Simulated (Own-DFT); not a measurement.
# Point defects and the pressure they add: D0_22 TiAl3

The numbers are computed, not measured, by runs of the plane-wave DFT program Own-DFT (in-house, retired, unreviewed) at fixed positions, with no spin and no spin-orbit coupling.

Common settings: PBE; PseudoDojo norm-conserving scalar-relativistic files; cutoff 42 hartree; 4 x 4 x 4 k mesh centred on Gamma; cold (Marzari-Vanderbilt) smearing of 0.2 eV.

Limits: forces on such cells failed a check on a denser k mesh; stress not checked against mesh or cutoff.

All runs share one cell, with vectors in Å (-2.365, -6.981, 4.326); (-7.667, 3.491, 1.442); (-2.950, -3.488, -7.241) and a volume of 625.4 Å³. u is the rms random offset of the atoms per axis. The defect's site can differ from row to row.

| cell | formula | u (Å) | P (GPa) |
|---|---|---|---|
| no defect | Al30Ti10 | 0.0194 | 1.97 |
| no defect | Al30Ti10 | 0.0201 | 1.97 |
| no defect | Al30Ti10 | 0.0479 | 2.59 |
| two Al vacancies | Al28Ti10 | 0.0273 | 1.20 |
| two Al vacancies | Al28Ti10 | 0.0533 | 1.78 |
| two Al vacancies | Al28Ti10 | 0.0534 | 1.96 |
| two Ti on an Al site each | Al28Ti12 | 0.0298 | 3.34 |
| two Ti on an Al site each | Al28Ti12 | 0.0487 | 3.77 |
| two Ti on an Al site each | Al28Ti12 | 0.0507 | 3.83 |
| two Al on a Ti site each | Al32Ti8 | 0.0295 | ? |
| two Al on a Ti site each | Al32Ti8 | 0.0308 | 2.90 |
| two Al on a Ti site each | Al32Ti8 | 0.0449 | 3.25 |
| two Al on a Ti site each | Al32Ti8 | 0.0466 | 3.31 |

## Worked fit

P = P0 + c u² + a shift for each defect gives P0 = 1.85 GPa, c = 316 ± 18 GPa/Å² and a scatter of 0.05 GPa. The shifts, and each times the cell's volume:

- two Ti on an Al site each: 1.18 ± 0.04 GPa, 4.6 eV (2.3 eV for each of its 2 sites)
- two Al on a Ti site each: 0.76 ± 0.04 GPa, 3.0 eV (1.5 eV for each of its 2 sites)
- two Al vacancies: -0.88 ± 0.05 GPa, -3.4 eV (-1.7 eV for each of its 2 sites)

A positive shift means that the defect pushes the cell outwards. Shift times volume (160.2 GPa Å³ is 1 eV) depends little on the cell's size, so, taken for each site, it can be compared between cells at like pressure. The atoms around the defects weren't relaxed, which would change these numbers.

## Withheld run

Question: what pressure belongs in the blank (two Al on a Ti site each, u = 0.0295 Å)?

The fit gives 2.89 ± 0.06 GPa. The run itself gave 2.92 GPa.
